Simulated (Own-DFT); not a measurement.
# Strain and stress in 4H SiC, 72 atoms (C36Si36)

All numbers below are calculated, not measured. The program, named Own-DFT, is a retired in-house plane-wave density functional code that no person has reviewed. Each row is one single-point run on a periodic cell that was not relaxed, without spin or spin-orbit coupling.

Settings of every run: PBE; PseudoDojo norm-conserving scalar-relativistic files; cutoff 42 hartree; 4 x 4 x 3 k mesh centred on Gamma; Fermi-Dirac smearing of 0.1 eV.

Known limits: forces on such cells passed a denser k mesh, each cell not checked; stress not checked against mesh or cutoff.

Unstrained cell vectors in Å: (9.248, 0.000, 0.000); (-4.624, 8.009, 0.000); (0.000, 0.000, 10.068). The unstrained cell has measured lattice constants (interpolated for alloys), not those of this functional. That, the random moves and any unrelaxed bonds set the pressure at no strain. Each run strains this cell uniformly, with the atoms carried along. Every atom was also moved at random, by a Gaussian of width 0.05 Å on each axis. Strain is the symmetric tensor, in per cent. Stress is positive in tension, and the pressure is minus a third of its trace.

| run | e_xx (%) | e_yy (%) | e_zz (%) | e_yz (%) | e_xz (%) | e_xy (%) | s_xx (GPa) | s_yy (GPa) | s_zz (GPa) | s_yz (GPa) | s_xz (GPa) | s_xy (GPa) | P (GPa) | E (meV/atom) |
|---|---|---|---|---|---|---|---|---|---|---|---|---|---|---|
| 1 | -1.44 | -1.99 | -1.01 | 1.06 | -1.39 | 1.72 | -15.88 | -19.04 | -15.89 | 2.88 | -4.25 | 8.61 | 16.93 | 66.2 |
| 2 | -1.77 | -0.02 | -1.87 | -0.57 | -0.50 | 1.75 | -15.82 | -10.30 | -18.15 | -1.65 | -2.68 | 8.99 | 14.76 | 59.4 |
| 3 | -0.34 | -0.63 | 0.37 | -1.53 | 0.28 | 1.06 | -6.21 | -8.47 | -4.18 | -4.87 | 1.40 | 5.37 | 6.29 | 16.1 |
| 4 | -0.49 | -1.50 | 0.91 | 0.63 | 0.33 | 1.86 | -8.97 | -14.07 | -3.21 | 2.11 | 1.29 | 9.30 | 8.75 | 56.1 |
| 5 | -0.48 | -0.88 | -0.73 | 0.94 | -1.83 | -0.70 | -9.75 | -11.06 | -10.00 | 3.07 | -6.62 | -2.95 | 10.27 | 38.7 |
| 6 | -0.91 | -0.85 | 0.39 | 1.22 | 0.15 | 1.49 | -11.74 | -11.93 | -2.91 | 4.20 | 0.99 | 7.08 | 8.86 | 34.9 |
| 7 | -1.05 | 1.87 | -0.55 | 0.92 | -1.40 | -0.58 | -10.48 | 3.90 | -9.19 | 3.29 | -4.99 | -2.71 | 5.26 | 40.6 |
| 8 | 1.07 | 0.23 | 0.73 | 0.69 | 0.05 | -1.11 | 1.96 | -3.78 | -0.85 | 2.00 | -0.12 | -4.43 | 0.89 | 16.7 |
| 9 | 1.35 | 0.97 | 0.30 | -1.47 | -0.77 | 0.61 | 2.87 | 2.16 | -2.23 | -5.13 | -1.85 | 2.39 | -0.93 | 0.0 |
| 10 | -1.77 | -1.55 | 0.71 | -0.59 | 0.08 | 0.24 | -16.24 | -15.50 | -3.77 | -1.68 | -1.56 | 0.28 | 11.83 | 41.9 |
| 11 | -0.10 | -1.59 | 1.38 | 0.31 | 1.26 | 0.05 | -4.15 | -14.07 | 1.39 | 1.83 | 4.31 | -0.24 | 5.61 | 4.2 |
| 12 | -1.45 | 0.53 | 1.47 | -1.78 | -0.97 | -1.65 | -11.45 | -2.20 | 0.91 | -5.00 | -3.17 | -7.60 | 4.25 | 31.7 |
| 13 | 0.05 | 0.97 | -1.85 | 1.84 | 1.80 | -0.61 | -4.54 | -0.60 | -16.58 | 7.25 | 5.73 | -3.12 | 7.24 | 33.8 |
| 14 | 1.74 | -1.96 | -1.02 | -1.79 | -1.45 | -1.22 | 0.34 | -15.60 | -12.69 | -7.59 | -5.89 | -7.48 | 9.31 | 62.9 |
| 15 | 0.45 | 0.75 | 1.45 | -0.50 | 1.88 | 0.45 | -3.22 | 1.15 | 2.82 | -1.66 | 6.20 | 1.77 | -0.25 | 22.4 |
| 16 | 1.20 | -0.55 | -0.20 | 0.85 | -0.53 | 0.17 | 0.03 | -5.67 | -6.11 | 3.00 | -2.45 | 0.25 | 3.92 | 2.0 |
| 17 | 0.58 | 1.00 | -0.73 | 0.38 | -0.34 | -1.55 | ? | ? | ? | ? | ? | ? | ? | ? |

E is the free energy for each atom above the lowest run shown.

## Worked fit

Each stress component was fitted by least squares to a constant and the strains of the runs shown, as fractions, with shears doubled. Shear strains stay in the fit of a normal stress only where such slopes are resolved. The slopes, in GPa:

```
stress,at no strain,per e_xx,per e_yy,per e_zz,scatter
s_xx,-5.4,532 ± 26,86 ± 25,73 ± 27,1.15
s_yy,-5.3,124 ± 20,582 ± 19,80 ± 21,0.89
s_zz,-6.0,78 ± 23,65 ± 22,590 ± 24,1.02
```

Each shear stress against twice its own strain: yz 170 ± 5, xz 160 ± 9, xy 246 ± 9 GPa. These are stiffnesses along x, y and z of the frame in which the cell vectors are given, which need not be the crystal's axes. The atoms are held to the strained lattice; where symmetry lets them move under strain, relaxing them would lower some slopes. The table should be nearly symmetric about its diagonal, and what it lacks of that shows the noise. A ninth of its sum, 246 ± 6 GPa, estimates the bulk modulus near the mean pressure of these runs, 7.1 GPa, so it lies above the value at zero pressure.

## Withheld run

Question: what normal stresses and pressure should run 17 give?

The fit gives s_xx = -2.1, s_yy = 0.7, s_zz = -9.2 and P = 3.5 GPa. The calculation gave -2.32, -0.11, -9.03 and P = 3.82 GPa.
